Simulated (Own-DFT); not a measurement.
# Energy and forces against displacement in grey tin, 64 atoms (Sn64)

These are calculations, not measurements. The program, named Own-DFT, is a retired in-house plane-wave density functional code that no person has reviewed. Each row is one single-point run on a periodic cell that was not relaxed, without spin or spin-orbit coupling.

Settings of every run: PBE; PseudoDojo norm-conserving scalar-relativistic files; cutoff 42 hartree; 3 x 3 x 3 k mesh centred on Gamma; cold (Marzari-Vanderbilt) smearing of 0.2 eV.

Known limits: forces on such cells moved up to 12 meV/angstrom on a denser k mesh; stress not checked against mesh or cutoff.

Cell vectors in Å: (12.978, 0.000, 0.000); (0.000, 12.978, 0.000); (0.000, 0.000, 12.978). In each run every atom was moved at random and independently from its ideal site; u is the rms move along one axis. E is the free energy for each atom above the fitted value at u = 0, and F the rms of the force components.

| run | u (Å) | E (meV/atom) | F (eV/Å) | largest force (eV/Å) | P (GPa) |
|---|---|---|---|---|---|
| 1 | 0.0205 | 5.1 | 0.228 | 0.60 | 3.39 |
| 2 | 0.0207 | ? | ? | ? | ? |
| 3 | 0.0459 | 29.0 | 0.528 | 1.64 | 3.62 |
| 4 | 0.0482 | 29.6 | 0.519 | 1.80 | 3.61 |
| 5 | 0.0486 | 33.7 | 0.570 | 2.08 | 3.66 |
| 6 | 0.1032 | 132.2 | 1.166 | 5.53 | 4.56 |
| 7 | 0.1043 | 139.2 | 1.277 | 6.67 | 4.59 |
| 8 | 0.1454 | 210.9 | 1.449 | 4.66 | 5.20 |

## Worked fit

For small independent moves the energy grows as E = (3/2) K u², with K the mean stiffness felt by one atom. The runs with u up to 0.11 Å give K = 8.7 ± 0.3 eV/Å², with residuals divided by u² + 0.0006 Å², since the noise grows with the moves. The scatter is 2.1 meV/atom at u = 0.05 Å. The forces follow F = G u with G = 11.5 eV/Å²; no force at u = 0 is resolved. G exceeds K because the moves of its neighbours add to the force on an atom, and stiffness differs between atoms. At u = 0.145 Å the parabola gives 276 meV/atom and the run 211. The pressure follows P = 3.36 + 113 u² GPa: at fixed volume, shortened bonds push harder than stretched ones pull.

## Withheld run

Question: what energy and rms force should run 2 give?

The fit gives 6 ± 1 meV/atom and about 0.24 eV/Å. The calculation gave 5.5 meV/atom and 0.227 eV/Å.
